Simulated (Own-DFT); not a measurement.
# PBE and PBEsol under strain: D0_22 TiAl3, 40 atoms (Al30Ti10)

Calculated, not measured: single-point runs of Own-DFT, a retired in-house plane-wave DFT program that no person has reviewed, on unrelaxed cells, without spin or spin-orbit coupling.

Limits: forces on such cells failed a check on a denser k mesh; stress not checked against mesh or cutoff.

Each geometry was run with PBE and with PBEsol, otherwise alike: PseudoDojo norm-conserving scalar-relativistic files made for PBE; cutoff 42 hartree; 4 x 4 x 4 k mesh centred on Gamma; cold (Marzari-Vanderbilt) smearing of 0.2 eV. Unstrained cell vectors in Å: (-2.365, -6.981, 4.326); (-7.667, 3.491, 1.442); (-2.950, -3.488, -7.241). Each has a uniform strain, of which the change of volume is shown, and random moves of rms u per axis.

| run | volume change (%) | u (Å) | P with PBE (GPa) | P with PBEsol (GPa) |
|---|---|---|---|---|
| 1 | -1.28 | 0.0498 | 4.29 | 2.35 |
| 2 | -3.50 | 0.0458 | 7.14 | 5.15 |
| 3 | -0.78 | 0.0469 | 3.58 | 1.65 |
| 4 | 3.63 | 0.0517 | -1.01 | -2.83 |
| 5 | 1.56 | 0.0493 | 1.22 | -0.65 |
| 6 | 0.61 | 0.0541 | 2.42 | 0.53 |
| 7 | -0.40 | 0.0528 | 3.44 | 1.53 |
| 8 | -2.81 | 0.0517 | 6.31 | 4.33 |
| 9 | -0.83 | 0.0548 | 3.86 | 1.93 |
| 10 | 2.30 | 0.0521 | 0.23 | ? |

Question: by how much does PBEsol shrink this cell, and what belongs in the blank?

## Answer

Write v for the change of volume as a fraction. Fitted to v and u², the PBE pressure has a slope of -114 ± 3 GPa in v, with the ions held to the strained lattice. The difference PBEsol less PBE is -1.91 + 2.4 v GPa (slope ± 0.1) and averages -1.92 GPa. Divided by the mean slope of the two, 113 GPa, that makes PBEsol's volume at a given pressure, near 3 GPa, about 1.7 % smaller, or 0.57 % in lengths. At one volume PBEsol's slope is the smaller by 2 GPa, but its pressure there is lower too. If stiffness rises by about 4 GPa for each GPa, PBEsol at equal pressure is stiffer by about 5 GPa. Files made for PBEsol would give a different shift.

For run 10 the line gives -1.62 GPa. The run itself gave -1.62 GPa.
